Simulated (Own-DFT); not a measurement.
# Bulk modulus against bond length in tetrahedral crystals

Source: density functional calculations with Own-DFT, an unreviewed in-house program that is no longer used. Nothing was measured or relaxed, and spin and spin-orbit coupling are left out.

Caveats (not all hold for every row): forces on such cells moved up to 12 meV/angstrom on a denser k mesh; k mesh not checked against a denser one; forces on such cells passed a denser k mesh, each cell not checked; stress not checked against mesh or cutoff.

All runs are PBE with PseudoDojo norm-conserving files; cutoff and k mesh are each material's own. Every cell starts from measured lattice constants and was given uniform random strains and small random moves of its atoms. Each triple is the change of volume in per cent, the rms move u in Å and the pressure in GPa.

- 3C SiC (C48Si48), 10.36 Å³/atom unstrained: (-2.68, 0.053, 12.48); (-2.00, 0.048, 10.36); (-1.73, 0.050, 9.63); (-1.32, 0.049, 8.43); (0.89, 0.051, 3.30); (1.08, 0.050, 2.70); (1.98, 0.051, 1.33)
- wurtzite AlN (Al36N36), 10.45 Å³/atom unstrained: (-3.30, 0.050, 13.30); (-3.09, 0.053, 13.78); (-1.71, 0.049, 9.47); (-1.12, 0.051, 8.58); (-0.49, 0.052, 6.95); (-0.45, 0.052, 7.34); (1.31, 0.049, 2.69)
- wurtzite GaN (Ga48N48), 11.42 Å³/atom unstrained: withheld
- diamond silicon (Si64), 20.02 Å³/atom unstrained: (-3.05, 0.048, 5.97); (-2.32, 0.049, 5.18); (-1.91, 0.050, 4.70); (-1.86, 0.049, 4.48); (0.84, 0.050, 1.81); (1.11, 0.051, 1.57); (1.28, 0.047, 1.30)
- zincblende InP (In32P32), 25.27 Å³/atom unstrained: (-1.79, 0.052, 5.02); (-1.07, 0.046, 4.60); (-0.64, 0.051, 4.44); (-0.28, 0.047, 4.00); (0.17, 0.050, 3.68); (0.43, 0.046, 3.17); (3.30, 0.050, 1.41)
- grey tin (Sn64), 34.15 Å³/atom unstrained: (-3.34, 0.051, 5.64); (-2.92, 0.045, 5.35); (-1.79, 0.049, 4.66); (-1.05, 0.052, 4.38); (-0.94, 0.052, 4.24); (0.16, 0.049, 3.62); (1.08, 0.050, 3.17)

## Analysis

Fit a line to each set against the fractional change of volume; B is minus its slope, and u is nearly the same within a set. To take it to zero pressure, assume that B rises by 4 GPa for each GPa: B0 = B - 4 x (mean pressure). The bond length of an ideal tetrahedral crystal with the unstrained volume v is d = (√3/4)(8 v)^(1/3). Cohen's empirical rule reads B0 = (1971 - 220 L) d^(-3.5) GPa, with L = 0 for group IV crystals and SiC and 1 for III-V compounds.

```
                material  L  d (Å)   B (GPa)  mean P (GPa)  B0 (GPa)  rule (GPa)
        3C SiC (C48Si48)  0  1.888   240 ± 8           6.9   213 ± 8         213
  wurtzite AlN (Al36N36)  1  1.893  237 ± 11           8.9  201 ± 11         188
  wurtzite GaN (Ga48N48)  1  1.950         ?             ?         ?         169
  diamond silicon (Si64)  0  2.352   106 ± 2           3.6    91 ± 2          99
zincblende InP (In32P32)  1  2.541    73 ± 4           3.8    58 ± 4          67
         grey tin (Sn64)  0  2.810    56 ± 1           4.4    38 ± 1          53
```

A line through ln[B0/(1971 - 220 L)] against ln d has a slope of -4.3 ± 0.2 and a scatter of 6 %. Against the rule, B0 stands at 100 % for 3C SiC, 107 % for wurtzite AlN, 92 % for diamond silicon, 87 % for zincblende InP, 71 % for grey tin. PBE tends to make silicon and heavier crystals too soft, and the rule itself is only a guide.

## The run left out

Question: what B0 does the fitted trend give for wurtzite GaN (Ga48N48)?

Estimate: 174 GPa. Its own runs give B = 212 ± 9 GPa at a mean pressure of 8.1 GPa, so B0 = 180 GPa.
